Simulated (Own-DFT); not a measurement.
GaP (zincblende, atoms displaced) (calculated)

A calculation, not a measurement: plane-wave PBE density functional theory by an unreviewed code, no spin, of a simulated periodic cell, stress positive in tension, free energy of the whole cell less one offset for each atom, forces on such cells passed a denser k mesh, this cell's mesh not checked; offsets are fitted by least squares, one for each functional and potential file, so energies compare only between cells with the same atoms and settings and are not formation energies; the far tail of each file's local potential was reset to the Coulomb form; each entry is a single point on an unrelaxed cell, so the pressure reflects the starting lattice, mostly measured values (interpolated for alloys), from which strain is counted, and rises with the displacements; printed positions are rounded, which can move forces by about a meV/angstrom; the program, named Own-DFT, is a retired in-house code; no spin-orbit coupling. Program: Own-DFT development build.

Settings shared by all entries: functional PBE; potential files PseudoDojo norm-conserving, scalar-relativistic, standard set; wave cutoff 42 hartree; occupations Fermi-Dirac; smearing width 0.1 eV; hardware one NVIDIA H100; k mesh 3 x 3 x 3 centred on Gamma.

```json
{"entry": 1, "formula": "GaP", "kind": "zincblende, atoms displaced", "structure": {"cell_angstrom": [[10.901, 0.0, 0.0], [0.0, 10.901, 0.0], [0.0, 0.0, 10.901]], "atoms_fractional": [["Ga", 0.99976, 0.00062, 0.99811], ["Ga", 0.99825, 0.25343, 0.26189], ["Ga", 0.24741, 0.99574, 0.24968], ["Ga", 0.25255, 0.2484, 0.99787], ["P", 0.12747, 0.13433, 0.12638], ["P", 0.13433, 0.37583, 0.37819], ["P", 0.37589, 0.12297, 0.37599], ["P", 0.37486, 0.37298, 0.12347], ["Ga", 0.00377, 0.00286, 0.50037], ["Ga", 0.99883, 0.25481, 0.74453], ["Ga", 0.25497, 0.99844, 0.75372], ["Ga", 0.26093, 0.24951, 0.50348], ["P", 0.13024, 0.13033, 0.62963], ["P", 0.1272, 0.37681, 0.87511], ["P", 0.36587, 0.13206, 0.86761], ["P", 0.36638, 0.38485, 0.62761], ["Ga", 0.99912, 0.50019, 0.00483], ["Ga", 0.99617, 0.74224, 0.24978], ["Ga", 0.25447, 0.49517, 0.24735], ["Ga", 0.25501, 0.75001, 0.99473], ["P", 0.12122, 0.62403, 0.11959], ["P", 0.11996, 0.88143, 0.3821], ["P", 0.38117, 0.62847, 0.38728], ["P", 0.3728, 0.87078, 0.12463], ["Ga", 0.00151, 0.49826, 0.49555], ["Ga", 1e-05, 0.74509, 0.75129], ["Ga", 0.25172, 0.49244, 0.74639], ["Ga", 0.24969, 0.75375, 0.50089], ["P", 0.12001, 0.6217, 0.61527], ["P", 0.11452, 0.87733, 0.87082], ["P", 0.37587, 0.62184, 0.87616], ["P", 0.37318, 0.87164, 0.63042], ["Ga", 0.5035, 0.99271, 0.99854], ["Ga", 0.50124, 0.24546, 0.24183], ["Ga", 0.74477, 0.00054, 0.24419], ["Ga", 0.74592, 0.25198, 0.00058], ["P", 0.63116, 0.12816, 0.12934], ["P", 0.63083, 0.37406, 0.37422], ["P", 0.87898, 0.12692, 0.37472], ["P", 0.87866, 0.3769, 0.11975], ["Ga", 0.49994, 0.00486, 0.49777], ["Ga", 0.49776, 0.2495, 0.7446], ["Ga", 0.7553, 0.99956, 0.75169], ["Ga", 0.74946, 0.25322, 0.49838], ["P", 0.63166, 0.12506, 0.62392], ["P", 0.62765, 0.3689, 0.87604], ["P", 0.87682, 0.12499, 0.87692], ["P", 0.87927, 0.37803, 0.62546], ["Ga", 0.50211, 0.50101, 0.00604], ["Ga", 0.4986, 0.75357, 0.25351], ["Ga", 0.75333, 0.50262, 0.25892], ["Ga", 0.75151, 0.74784, 0.99781], ["P", 0.62541, 0.62352, 0.11999], ["P", 0.62714, 0.87557, 0.37696], ["P", 0.87449, 0.62531, 0.37377], ["P", 0.87641, 0.87692, 0.12579], ["Ga", 0.49914, 0.50387, 0.50768], ["Ga", 0.50652, 0.75285, 0.74535], ["Ga", 0.75233, 0.49866, 0.74788], ["Ga", 0.74489, 0.7433, 0.49558], ["P", 0.62255, 0.63054, 0.63113], ["P", 0.62699, 0.86952, 0.87593], ["P", 0.87364, 0.62986, 0.87312], ["P", 0.87052, 0.87466, 0.62259]]}, "results": {"free_energy_of_cell_above_offsets [eV]": "-33.669", "pressure [GPa]": 3.17, "stress_xx [GPa]": -3.16, "stress_yy [GPa]": -3.21, "stress_zz [GPa]": -3.15, "stress_yz [GPa]": -0.31, "stress_xz [GPa]": 0.54, "stress_xy [GPa]": 0.31, "force_element": ["Ga", "Ga", "Ga", "Ga", "P", "P", "P", "P", "Ga", "Ga", "Ga", "Ga", "P", "P", "P", "P", "Ga", "Ga", "Ga", "Ga", "P", "P", "P", "P", "Ga", "Ga", "Ga", "Ga", "P", "P", "P", "P", "Ga", "Ga", "Ga", "Ga", "P", "P", "P", "P", "Ga", "Ga", "Ga", "Ga", "P", "P", "P", "P", "Ga", "Ga", "Ga", "Ga", "P", "P", "P", "P", "Ga", "Ga", "Ga", "Ga", "P", "P", "P", "P"], "force_x [eV/angstrom]": [0.238, 0.597, -0.211, -0.566, -0.425, -0.393, 0.057, 0.428, -0.64, 0.434, -1.064, -0.759, -0.094, -0.501, 1.678, 2.209, 0.033, 0.611, -0.188, -1.052, 1.096, 0.593, -0.715, 0.159, -0.12, -0.138, -1.49, -0.388, 0.746, 1.437, 0.354, 0.463, -0.449, -0.259, 1.071, 1.035, -0.867, -1.329, -0.902, -0.696, 0.23, 0.215, -0.284, 0.683, -0.637, -0.792, -0.216, -0.632, -0.165, 0.35, -0.288, 0.109, 0.34, -0.321, 0.175, -0.224, 0.618, -1.141, -0.205, 0.409, 0.888, 0.165, 0.19, 0.539], "force_y [eV/angstrom]": [0.46, 0.452, 0.481, 0.532, -0.909, -0.239, 0.226, -0.095, 0.596, -0.417, -0.195, -0.04, -0.521, -0.089, -0.865, -1.621, 0.126, 1.045, 1.028, 0.049, 0.334, -1.286, -0.112, 0.468, -0.158, 0.307, 1.924, -0.104, 0.456, -0.329, 0.024, 0.648, 0.961, 0.541, -0.346, -0.298, -0.518, 0.283, -0.54, -0.42, -0.632, 0.272, -0.073, -0.286, 0.02, 0.881, 0.534, 0.015, -0.528, -0.531, -0.386, 0.26, 0.463, 0.249, -0.158, -0.327, -0.514, 0.044, 0.198, 0.601, -1.222, 0.707, -1.088, -0.334], "force_z [eV/angstrom]": [0.695, -1.125, -0.103, 0.134, 0.19, -0.073, -0.664, -0.113, 0.978, 0.972, -0.291, -0.106, -0.476, 0.123, 0.809, -1.033, -1.279, -0.112, 0.402, -0.138, 0.787, -1.192, -1.495, 0.129, -0.192, -1.02, 1.224, 0.092, 1.184, 0.284, -0.732, -0.581, 0.02, 1.068, 0.999, 0.029, -1.233, 0.151, 0.278, 1.281, 0.688, -0.02, 0.124, 0.243, 0.143, -0.525, -0.256, -0.691, -0.847, -0.212, -1.56, 0.521, 1.353, -0.365, 0.653, -0.113, -0.201, 1.178, 0.49, 0.546, -0.784, -0.318, 0.266, -0.184], "wall_time [s]": 525.3}}
{"entry": 2, "formula": "GaP", "kind": "zincblende, atoms displaced", "structure": {"cell_angstrom": [[10.901, 0.0, 0.0], [0.0, 10.901, 0.0], [0.0, 0.0, 10.901]], "atoms_fractional": [["Ga", 0.99683, 0.00505, 0.99543], ["Ga", 0.00372, 0.24959, 0.23998], ["Ga", 0.25272, 0.99642, 0.25122], ["Ga", 0.25545, 0.25469, 0.99954], ["P", 0.12155, 0.13264, 0.12962], ["P", 0.12412, 0.37147, 0.36799], ["P", 0.38734, 0.12558, 0.3747], ["P", 0.37853, 0.37141, 0.12669], ["Ga", 0.00262, 0.01103, 0.49841], ["Ga", 0.9876, 0.24549, 0.74328], ["Ga", 0.24552, 0.99427, 0.7503], ["Ga", 0.24515, 0.2532, 0.50676], ["P", 0.13211, 0.12327, 0.62006], ["P", 0.13059, 0.37822, 0.87186], ["P", 0.37294, 0.12554, 0.87587], ["P", 0.37834, 0.37218, 0.61923], ["Ga", 0.00203, 0.49841, 0.00767], ["Ga", 0.9997, 0.74949, 0.25255], ["Ga", 0.24121, 0.5023, 0.25485], ["Ga", 0.25029, 0.74324, 0.00105], ["P", 0.11632, 0.63086, 0.12114], ["P", 0.12152, 0.87453, 0.3745], ["P", 0.37779, 0.62652, 0.37534], ["P", 0.36875, 0.86749, 0.12203], ["Ga", 0.00671, 0.49741, 0.50438], ["Ga", 0.99839, 0.74957, 0.75276], ["Ga", 0.2495, 0.50165, 0.75896], ["Ga", 0.24889, 0.7554, 0.50072], ["P", 0.12404, 0.62681, 0.62596], ["P", 0.1196, 0.86824, 0.86922], ["P", 0.3764, 0.61795, 0.87903], ["P", 0.37889, 0.86681, 0.61908], ["Ga", 0.50519, 0.00169, 8e-05], ["Ga", 0.49312, 0.25628, 0.25037], ["Ga", 0.74985, 0.99506, 0.24395], ["Ga", 0.755, 0.25228, 0.99747], ["P", 0.62722, 0.12467, 0.12236], ["P", 0.62555, 0.38781, 0.38211], ["P", 0.87554, 0.12134, 0.37272], ["P", 0.86133, 0.38023, 0.12463], ["Ga", 0.48613, 0.00472, 0.49626], ["Ga", 0.50183, 0.24427, 0.75182], ["Ga", 0.74854, 0.00762, 0.74965], ["Ga", 0.74656, 0.25421, 0.49958], ["P", 0.62074, 0.12139, 0.62202], ["P", 0.62051, 0.37238, 0.88122], ["P", 0.88226, 0.12823, 0.86203], ["P", 0.87952, 0.37221, 0.62325], ["Ga", 0.49744, 0.49896, 0.99647], ["Ga", 0.50479, 0.75175, 0.25835], ["Ga", 0.75013, 0.50158, 0.24739], ["Ga", 0.74627, 0.74378, 0.0011], ["P", 0.62209, 0.62809, 0.12474], ["P", 0.62276, 0.88293, 0.3788], ["P", 0.8761, 0.62252, 0.37501], ["P", 0.87122, 0.868, 0.12726], ["Ga", 0.50699, 0.50548, 0.49742], ["Ga", 0.49931, 0.75134, 0.75422], ["Ga", 0.74918, 0.49558, 0.74839], ["Ga", 0.75076, 0.75158, 0.49932], ["P", 0.62277, 0.62426, 0.625], ["P", 0.62267, 0.87083, 0.874], ["P", 0.87274, 0.62004, 0.87545], ["P", 0.86558, 0.87029, 0.62353]]}, "results": {"free_energy_of_cell_above_offsets [eV]": "-33.033", "pressure [GPa]": 3.33, "stress_xx [GPa]": -3.19, "stress_yy [GPa]": -3.42, "stress_zz [GPa]": -3.37, "stress_yz [GPa]": 0.0, "stress_xz [GPa]": -0.44, "stress_xy [GPa]": -0.43, "force_element": ["Ga", "Ga", "Ga", "Ga", "P", "P", "P", "P", "Ga", "Ga", "Ga", "Ga", "P", "P", "P", "P", "Ga", "Ga", "Ga", "Ga", "P", "P", "P", "P", "Ga", "Ga", "Ga", "Ga", "P", "P", "P", "P", "Ga", "Ga", "Ga", "Ga", "P", "P", "P", "P", "Ga", "Ga", "Ga", "Ga", "P", "P", "P", "P", "Ga", "Ga", "Ga", "Ga", "P", "P", "P", "P", "Ga", "Ga", "Ga", "Ga", "P", "P", "P", "P"], "force_x [eV/angstrom]": [0.33, -1.945, -0.099, -0.593, 1.395, -0.251, -2.602, -0.985, -0.525, 2.759, 0.756, 0.915, -0.896, -1.429, -0.014, 0.036, -0.563, -0.309, 0.92, -0.326, 0.838, 0.256, -0.703, 1.022, -0.237, -1.061, 0.48, -0.259, 0.494, 0.687, -0.203, -0.426, -0.832, 1.824, -0.142, -0.445, 0.107, 0.373, -0.436, 1.871, 1.632, -0.311, -0.306, 0.22, 0.144, 0.541, -1.529, -0.871, 0.499, -0.411, -0.67, 0.325, -0.313, 0.222, 0.095, 0.46, -1.396, -0.067, -0.199, -0.643, 0.498, 0.663, 0.238, 1.397], "force_y [eV/angstrom]": [-0.637, 0.841, 0.343, -0.34, -1.506, -0.027, 0.905, 1.388, -1.359, 0.967, -0.043, 0.079, 0.035, -1.008, -0.683, 0.76, -0.34, 0.068, 0.425, 0.269, -0.55, 0.448, -0.109, 0.764, 0.124, -0.505, -0.022, -0.859, -0.029, 0.722, 1.11, 1.002, -0.504, -0.312, 0.374, -0.629, 0.545, -1.456, 0.952, -0.793, -1.162, 0.417, -1.12, -0.569, 0.399, -0.063, -0.825, 0.532, -0.188, 0.236, 0.736, 0.282, -0.575, -0.362, -0.037, 0.509, 0.12, -0.686, 0.021, -0.475, 0.379, 0.822, 0.011, 1.188], "force_z [eV/angstrom]": [0.591, 1.155, -0.067, 0.022, -1.613, 0.962, -0.742, -0.214, 0.169, -0.563, -0.166, -1.282, 1.05, 0.689, -0.121, 0.894, -0.981, 0.094, -0.794, -0.571, 0.814, 0.225, 0.085, 0.369, -0.666, -0.803, -1.695, -0.462, 0.268, 1.179, -0.494, 0.976, -0.049, 0.396, 0.526, -0.291, 0.375, -1.466, -0.449, -0.101, 1.118, -0.296, -0.329, -0.217, -0.029, -0.992, 2.009, -0.319, 1.161, -0.637, 0.621, -0.411, 0.265, -0.052, 0.276, -0.849, 0.722, -0.401, 0.177, -0.46, 0.456, 0.306, 0.09, 0.542], "wall_time [s]": 530.0}}
{"entry": 3, "formula": "GaP", "kind": "zincblende, atoms displaced", "structure": {"cell_angstrom": [[10.901, 0.0, 0.0], [0.0, 10.901, 0.0], [0.0, 0.0, 10.901]], "atoms_fractional": [["Ga", 0.00569, 0.99336, 0.99805], ["Ga", 0.00525, 0.24622, 0.2555], ["Ga", 0.23838, 0.99043, 0.25121], ["Ga", 0.2437, 0.25445, 0.99403], ["P", 0.12161, 0.12247, 0.12166], ["P", 0.12438, 0.37824, 0.37514], ["P", 0.38343, 0.12356, 0.37959], ["P", 0.37292, 0.37111, 0.11826], ["Ga", 0.9974, 0.00285, 0.50305], ["Ga", 0.00529, 0.25757, 0.75112], ["Ga", 0.24372, 0.00947, 0.75105], ["Ga", 0.24589, 0.25009, 0.50299], ["P", 0.13133, 0.13159, 0.6236], ["P", 0.12712, 0.37353, 0.87593], ["P", 0.37201, 0.12456, 0.87322], ["P", 0.37666, 0.37227, 0.62316], ["Ga", 0.00578, 0.50049, 0.99828], ["Ga", 0.00252, 0.74814, 0.2484], ["Ga", 0.25055, 0.49332, 0.2533], ["Ga", 0.24774, 0.75322, 0.00481], ["P", 0.11797, 0.62606, 0.12245], ["P", 0.12541, 0.87666, 0.37875], ["P", 0.37866, 0.62717, 0.37897], ["P", 0.37138, 0.87559, 0.13054], ["Ga", 0.0022, 0.50817, 0.49603], ["Ga", 0.99949, 0.75018, 0.74671], ["Ga", 0.248, 0.50182, 0.74591], ["Ga", 0.24984, 0.75625, 0.49014], ["P", 0.11881, 0.63144, 0.62791], ["P", 0.12761, 0.86936, 0.8754], ["P", 0.37986, 0.6305, 0.87892], ["P", 0.36839, 0.87088, 0.63004], ["Ga", 0.49156, 0.00348, 0.99759], ["Ga", 0.49785, 0.25234, 0.24681], ["Ga", 0.7631, 0.99575, 0.26433], ["Ga", 0.75266, 0.24886, 0.00428], ["P", 0.62842, 0.13234, 0.12705], ["P", 0.62191, 0.37849, 0.36828], ["P", 0.87518, 0.13058, 0.37621], ["P", 0.86996, 0.37666, 0.12867], ["Ga", 0.50056, 0.99679, 0.50562], ["Ga", 0.49445, 0.24183, 0.74839], ["Ga", 0.75155, 0.9981, 0.74284], ["Ga", 0.74568, 0.25796, 0.50251], ["P", 0.63518, 0.13297, 0.62248], ["P", 0.62159, 0.37257, 0.88176], ["P", 0.87078, 0.12049, 0.87181], ["P", 0.87722, 0.36869, 0.6285], ["Ga", 0.49694, 0.49351, 0.00115], ["Ga", 0.4948, 0.75462, 0.2478], ["Ga", 0.7493, 0.49961, 0.24819], ["Ga", 0.75064, 0.74936, 0.00044], ["P", 0.62443, 0.61923, 0.12508], ["P", 0.62509, 0.87194, 0.37128], ["P", 0.87901, 0.62679, 0.36777], ["P", 0.87324, 0.8766, 0.12862], ["Ga", 0.50113, 0.50626, 0.50836], ["Ga", 0.49858, 0.75482, 0.75344], ["Ga", 0.74845, 0.49561, 0.74937], ["Ga", 0.75748, 0.74389, 0.49811], ["P", 0.63046, 0.61416, 0.62189], ["P", 0.62426, 0.87899, 0.86699], ["P", 0.87348, 0.63036, 0.8785], ["P", 0.87577, 0.88079, 0.61877]]}, "results": {"free_energy_of_cell_above_offsets [eV]": "-33.507", "pressure [GPa]": 3.19, "stress_xx [GPa]": -3.2, "stress_yy [GPa]": -3.13, "stress_zz [GPa]": -3.25, "stress_yz [GPa]": 0.26, "stress_xz [GPa]": 0.03, "stress_xy [GPa]": -0.16, "force_element": ["Ga", "Ga", "Ga", "Ga", "P", "P", "P", "P", "Ga", "Ga", "Ga", "Ga", "P", "P", "P", "P", "Ga", "Ga", "Ga", "Ga", "P", "P", "P", "P", "Ga", "Ga", "Ga", "Ga", "P", "P", "P", "P", "Ga", "Ga", "Ga", "Ga", "P", "P", "P", "P", "Ga", "Ga", "Ga", "Ga", "P", "P", "P", "P", "Ga", "Ga", "Ga", "Ga", "P", "P", "P", "P", "Ga", "Ga", "Ga", "Ga", "P", "P", "P", "P"], "force_x [eV/angstrom]": [-1.032, -0.506, 1.249, 0.674, 0.483, 0.025, -1.325, -0.525, 0.583, -0.553, 0.334, 1.211, -1.482, -0.305, -0.459, -0.344, -1.219, -0.195, 0.347, 0.441, 1.398, -1.374, -0.465, -0.104, -0.485, -0.759, 0.585, 0.264, 1.098, -0.16, -0.76, 0.198, 1.089, 0.055, -1.272, -0.024, -0.278, -0.124, 0.245, 1.462, 0.413, 0.946, -0.18, 0.431, -1.417, 0.243, 1.023, 0.115, 0.251, 0.819, -0.034, -0.691, -0.479, 0.166, -0.328, 0.48, -0.338, 0.365, 0.306, -0.689, 0.162, 0.146, 0.342, -0.043], "force_y [eV/angstrom]": [0.285, 0.527, 1.597, -1.097, 0.241, -0.506, 0.037, 0.128, 0.712, -1.322, -1.151, 0.398, -0.593, 1.123, 0.258, 0.408, -0.259, 0.715, 0.879, -0.585, -0.312, -0.163, -0.304, 0.363, -0.569, 0.588, 0.268, -0.807, -0.502, 0.619, -0.678, 0.727, -0.126, -0.386, 0.426, 0.064, -1.525, 0.217, 0.093, -0.336, -0.03, 0.739, 0.477, 0.292, -1.175, -0.418, 0.366, 1.329, 0.792, -0.847, 0.27, 0.402, 0.835, -0.005, -0.433, -0.272, -1.084, -0.772, -0.225, 0.292, 1.88, 0.028, -0.807, -1.085], "force_z [eV/angstrom]": [-0.159, -0.812, -0.115, 0.786, 0.242, 0.461, -0.544, 0.774, -0.399, 0.174, 0.066, -1.149, 0.405, -0.549, 0.265, 0.259, 0.09, -0.035, -0.664, -0.099, 0.528, -0.163, -0.484, -0.766, 0.572, 0.646, 0.343, 1.208, -1.013, -0.548, -0.061, -0.332, 0.638, 0.141, -1.04, -0.55, 0.265, 0.939, 0.878, -0.395, 0.111, 0.098, 0.26, -1.011, 0.436, -0.957, 0.303, -0.676, -0.172, 0.041, 0.28, 0.275, -0.142, 0.895, 0.339, -0.363, -1.147, -0.645, 0.829, -0.172, 0.864, 1.017, -0.799, 0.532], "wall_time [s]": 540.3}}
{"entry": 4, "formula": "GaP", "kind": "zincblende, atoms displaced", "structure": {"cell_angstrom": [[10.901, 0.0, 0.0], [0.0, 10.901, 0.0], [0.0, 0.0, 10.901]], "atoms_fractional": [["Ga", 0.99809, 0.00286, 0.01043], ["Ga", 0.00018, 0.25033, 0.24655], ["Ga", 0.2516, 0.99967, 0.25195], ["Ga", 0.25271, 0.24902, 0.99823], ["P", 0.12253, 0.12927, 0.13224], ["P", 0.12274, 0.38176, 0.37387], ["P", 0.37727, 0.12651, 0.37385], ["P", 0.37221, 0.37774, 0.12333], ["Ga", 0.99972, 0.00467, 0.50328], ["Ga", 0.00222, 0.24846, 0.74283], ["Ga", 0.25007, 0.9952, 0.75273], ["Ga", 0.24437, 0.25049, 0.49671], ["P", 0.12215, 0.12073, 0.62905], ["P", 0.12238, 0.37099, 0.86535], ["P", 0.36754, 0.12116, 0.87592], ["P", 0.37453, 0.3767, 0.62429], ["Ga", 0.00521, 0.498, 0.00115], ["Ga", 0.00161, 0.74749, 0.2528], ["Ga", 0.24785, 0.49824, 0.26005], ["Ga", 0.24977, 0.74814, 0.99476], ["P", 0.12741, 0.63454, 0.13014], ["P", 0.12504, 0.86782, 0.3773], ["P", 0.36713, 0.62511, 0.37893], ["P", 0.37792, 0.87279, 0.12361], ["Ga", 0.99644, 0.5017, 0.49627], ["Ga", 0.98997, 0.74462, 0.74832], ["Ga", 0.25403, 0.49768, 0.74452], ["Ga", 0.25024, 0.75187, 0.49306], ["P", 0.1275, 0.63011, 0.62589], ["P", 0.12637, 0.87106, 0.86733], ["P", 0.38047, 0.62111, 0.87581], ["P", 0.37515, 0.87053, 0.62948], ["Ga", 0.50271, 0.99874, 0.00047], ["Ga", 0.4975, 0.23747, 0.24678], ["Ga", 0.75959, 0.00634, 0.24863], ["Ga", 0.75109, 0.25738, 0.0024], ["P", 0.62717, 0.1278, 0.12994], ["P", 0.62224, 0.37415, 0.37019], ["P", 0.87156, 0.12529, 0.37078], ["P", 0.87814, 0.37398, 0.12995], ["Ga", 0.49702, 0.00211, 0.50423], ["Ga", 0.49293, 0.24507, 0.74134], ["Ga", 0.74798, 0.00192, 0.74827], ["Ga", 0.75558, 0.25404, 0.49841], ["P", 0.62975, 0.12961, 0.62021], ["P", 0.62619, 0.36898, 0.87775], ["P", 0.8763, 0.1217, 0.88299], ["P", 0.87153, 0.37685, 0.63154], ["Ga", 0.50247, 0.4977, 0.99872], ["Ga", 0.49655, 0.74243, 0.24346], ["Ga", 0.75157, 0.49276, 0.25829], ["Ga", 0.75291, 0.75027, 0.00411], ["P", 0.6244, 0.62492, 0.12496], ["P", 0.6326, 0.87707, 0.36635], ["P", 0.87717, 0.62212, 0.36867], ["P", 0.88429, 0.878, 0.12731], ["Ga", 0.51124, 0.49413, 0.50122], ["Ga", 0.50467, 0.7462, 0.74874], ["Ga", 0.74931, 0.50515, 0.74789], ["Ga", 0.75923, 0.74168, 0.49846], ["P", 0.62601, 0.63221, 0.62143], ["P", 0.62386, 0.87863, 0.87132], ["P", 0.87614, 0.6281, 0.86952], ["P", 0.87913, 0.87275, 0.62148]]}, "results": {"free_energy_of_cell_above_offsets [eV]": "-33.817", "pressure [GPa]": 3.12, "stress_xx [GPa]": -3.17, "stress_yy [GPa]": -3.13, "stress_zz [GPa]": -3.05, "stress_yz [GPa]": -0.15, "stress_xz [GPa]": 0.58, "stress_xy [GPa]": 0.11, "force_element": ["Ga", "Ga", "Ga", "Ga", "P", "P", "P", "P", "Ga", "Ga", "Ga", "Ga", "P", "P", "P", "P", "Ga", "Ga", "Ga", "Ga", "P", "P", "P", "P", "Ga", "Ga", "Ga", "Ga", "P", "P", "P", "P", "Ga", "Ga", "Ga", "Ga", "P", "P", "P", "P", "Ga", "Ga", "Ga", "Ga", "P", "P", "P", "P", "Ga", "Ga", "Ga", "Ga", "P", "P", "P", "P", "Ga", "Ga", "Ga", "Ga", "P", "P", "P", "P"], "force_x [eV/angstrom]": [1.171, -0.042, -0.155, -0.777, 0.989, -0.607, -0.793, 0.199, -0.056, -0.871, -0.032, 0.188, 0.868, 0.638, 1.045, 0.215, -0.02, -0.137, 0.356, 0.271, 0.214, -0.37, 1.731, -0.531, 0.383, 1.456, -0.512, 0.036, -0.318, -0.988, -0.388, 0.046, -0.14, -0.194, -0.949, 0.243, 0.447, 0.051, 1.249, -0.246, 0.689, 0.465, 0.533, -0.391, -0.385, -0.492, -0.206, 0.491, 0.183, 0.16, -0.214, -0.089, 0.675, -0.663, -0.156, -0.979, -1.073, -0.489, -0.616, -0.507, 0.301, 0.384, -0.575, -0.711], "force_y [eV/angstrom]": [-0.131, 0.22, -0.38, 0.358, -0.521, -1.267, -0.417, -0.317, -0.589, -0.26, -0.034, -0.005, 0.278, 0.42, 0.064, -0.434, 0.431, 0.511, 0.569, 0.332, -1.396, 1.528, -0.561, 0.251, 0.105, 0.847, 0.607, -0.013, -0.555, 0.066, 0.049, 0.31, 0.316, 1.556, -0.983, -0.798, -0.508, -0.916, 0.737, 0.593, -0.638, -0.007, -0.051, 0.157, -0.271, 0.605, 0.569, 0.033, -0.135, 0.599, 0.646, 0.403, -0.731, -0.526, -0.062, -0.759, 0.776, 0.407, -0.23, 1.21, -0.969, -0.543, -0.926, 0.385], "force_z [eV/angstrom]": [-1.153, 1.01, -0.116, 0.15, -0.748, 0.397, 0.739, 0.523, -0.77, 0.882, -0.34, 0.22, -0.623, 0.844, -0.122, -0.787, -0.121, -0.181, -1.328, 0.055, -0.631, -0.258, -0.196, -0.194, 1.006, -0.417, 0.592, 1.351, -0.373, 1.012, -0.382, -0.63, 0.093, -0.132, -0.486, 0.165, -1.106, 0.281, 0.994, -0.598, -0.418, 0.911, 0.02, -0.169, 0.175, -1.049, -0.81, -0.965, 0.178, 0.974, -1.112, -0.379, 0.01, 0.743, 0.414, 0.36, -0.029, 0.508, 0.549, -0.571, -0.045, 0.391, 1.492, 0.2], "wall_time [s]": 535.2}}
```
